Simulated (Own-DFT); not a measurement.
# Strain and stress in diamond silicon, 64 atoms (Si64)

No measurement is shown. These are fixed-geometry runs of a retired plane-wave code named Own-DFT, which no person has reviewed; spin and spin-orbit coupling are neglected.

Method: PBE; PseudoDojo norm-conserving scalar-relativistic files; cutoff 20 hartree; 3 x 3 x 3 k mesh centred on Gamma; Fermi-Dirac smearing of 0.1 eV.

Limits: k mesh not checked against a denser one; stress not checked against mesh or cutoff.

Unstrained cell vectors in Å: (10.862, 0.000, 0.000); (0.000, 10.862, 0.000); (0.000, 0.000, 10.862). The unstrained cell has measured lattice constants (interpolated for alloys), not those of this functional. That, the random moves and any unrelaxed bonds set the pressure at no strain. The cell is deformed uniformly in each run, and the atoms keep their fractional places. All atoms carry random offsets, Gaussian with a width of 0.05 Å per axis. Strains are tensor components in per cent; tension counts as positive stress, and P is minus the mean normal stress.

| run | e_xx (%) | e_yy (%) | e_zz (%) | e_yz (%) | e_xz (%) | e_xy (%) | s_xx (GPa) | s_yy (GPa) | s_zz (GPa) | s_yz (GPa) | s_xz (GPa) | s_xy (GPa) | P (GPa) | E (meV/atom) |
|---|---|---|---|---|---|---|---|---|---|---|---|---|---|---|
| 1 | 0.09 | 0.26 | 1.21 | -0.84 | 1.66 | -1.88 | -2.08 | -1.83 | -0.97 | -1.33 | 3.24 | -4.24 | 1.63 | 23.0 |
| 2 | -0.04 | 0.56 | 1.34 | 1.54 | -0.07 | 0.60 | -1.56 | -0.98 | -0.28 | 2.96 | -0.03 | 0.55 | 0.94 | 4.9 |
| 3 | -0.91 | -1.95 | 0.22 | 1.21 | 0.45 | 0.17 | -5.44 | -6.26 | -4.40 | 3.16 | 0.24 | 0.13 | 5.37 | 14.6 |
| 4 | -1.45 | -1.80 | -1.01 | -1.40 | -0.07 | 1.07 | -7.37 | -7.67 | -6.80 | -3.62 | 0.15 | 2.33 | 7.28 | 24.9 |
| 5 | -1.91 | -0.81 | -1.19 | -0.88 | 0.99 | 1.97 | -7.60 | -6.49 | -6.85 | -2.39 | 1.58 | 4.62 | 6.98 | 34.4 |
| 6 | -0.31 | 0.25 | -0.13 | 1.52 | -0.07 | 0.89 | -3.07 | -2.51 | -2.89 | 3.26 | 0.42 | 1.81 | 2.82 | 0.0 |
| 7 | -1.27 | -0.77 | -1.86 | -1.04 | -0.87 | 0.37 | -6.72 | -6.20 | -7.24 | -1.71 | -2.21 | 0.57 | 6.72 | 27.7 |
| 8 | 1.09 | -1.26 | 0.76 | 1.33 | 1.96 | -0.15 | -1.53 | -3.65 | -1.81 | 2.82 | 4.39 | 0.38 | 2.33 | 13.4 |
| 9 | -1.62 | 1.68 | 1.54 | -1.19 | 0.67 | -1.31 | -3.00 | -0.19 | -0.42 | -2.79 | 0.36 | -2.81 | 1.20 | 4.9 |
| 10 | -1.28 | 0.08 | -1.65 | 0.60 | -1.72 | 0.43 | -6.30 | -4.78 | -6.45 | 1.12 | -4.60 | 1.65 | 5.84 | 27.8 |
| 11 | 0.97 | 0.74 | -0.68 | -0.49 | -0.63 | -1.61 | -1.19 | -1.54 | -2.63 | -0.91 | -1.42 | -3.58 | 1.79 | 1.4 |
| 12 | -1.61 | -0.86 | -0.77 | 0.54 | 0.66 | -1.91 | -6.58 | -5.86 | -5.83 | 2.17 | 1.62 | -4.24 | 6.09 | 25.6 |
| 13 | -0.11 | -0.07 | 1.33 | 0.69 | -0.95 | 1.45 | -1.99 | -2.01 | -0.71 | 0.32 | -1.90 | 3.42 | 1.57 | 0.5 |
| 14 | -1.17 | 0.40 | -0.85 | -1.22 | 0.93 | 1.99 | -4.96 | -3.61 | -4.76 | -2.96 | 3.34 | 4.40 | 4.44 | 18.4 |
| 15 | -1.00 | -1.83 | -0.67 | 1.61 | 0.93 | 1.69 | -6.34 | -7.21 | -6.29 | 2.92 | 2.72 | 4.23 | 6.61 | 39.4 |
| 16 | -0.15 | -1.93 | 0.49 | 0.25 | 0.76 | 0.29 | -4.32 | -5.70 | -3.53 | -0.34 | 2.98 | 2.02 | 4.52 | 26.0 |
| 17 | 1.39 | 1.93 | -0.42 | -0.81 | 1.23 | 0.87 | 0.21 | 0.85 | -1.16 | -1.50 | 2.90 | 1.36 | 0.04 | 0.5 |
| 18 | -1.77 | -1.32 | -0.78 | -0.17 | 0.86 | -0.77 | ? | ? | ? | ? | ? | ? | ? | ? |

E is the free energy for each atom above the lowest run shown.

## Worked fit

Each stress component was fitted by least squares to a constant and the strains of the runs shown, as fractions, with shears doubled. Shear strains stay in the fit of a normal stress only where such slopes are resolved. The slopes, in GPa:

```
stress,at no strain,per e_xx,per e_yy,per e_zz,scatter
s_xx,-2.9,156 ± 5,74 ± 4,75 ± 5,0.19
s_yy,-2.9,68 ± 4,162 ± 4,72 ± 4,0.16
s_zz,-2.9,74 ± 4,72 ± 4,160 ± 4,0.16
```

The slope of each shear stress on twice its own strain, from a fit on all six strains: yz 116 ± 5, xz 115 ± 10, xy 110 ± 6 GPa. These are stiffnesses along x, y and z of the frame in which the cell vectors are given, which need not be the crystal's axes. No internal relaxation is included, and where it is allowed it would reduce some of the slopes. The table should be nearly symmetric about its diagonal, and what it lacks of that shows the noise. A ninth of the table's sum, 101 ± 2 GPa, estimates the bulk modulus near the mean pressure of these runs, 3.9 GPa, so it lies above the value at zero pressure.

## Test on the hidden row

The question: what normal stresses and pressure should run 18 give?

From the fit: s_xx = -7.2, s_yy = -6.8, s_zz = -6.4 and P = 6.8 GPa. DFT gave -7.19, -6.70, -6.19 and P = 6.69 GPa.
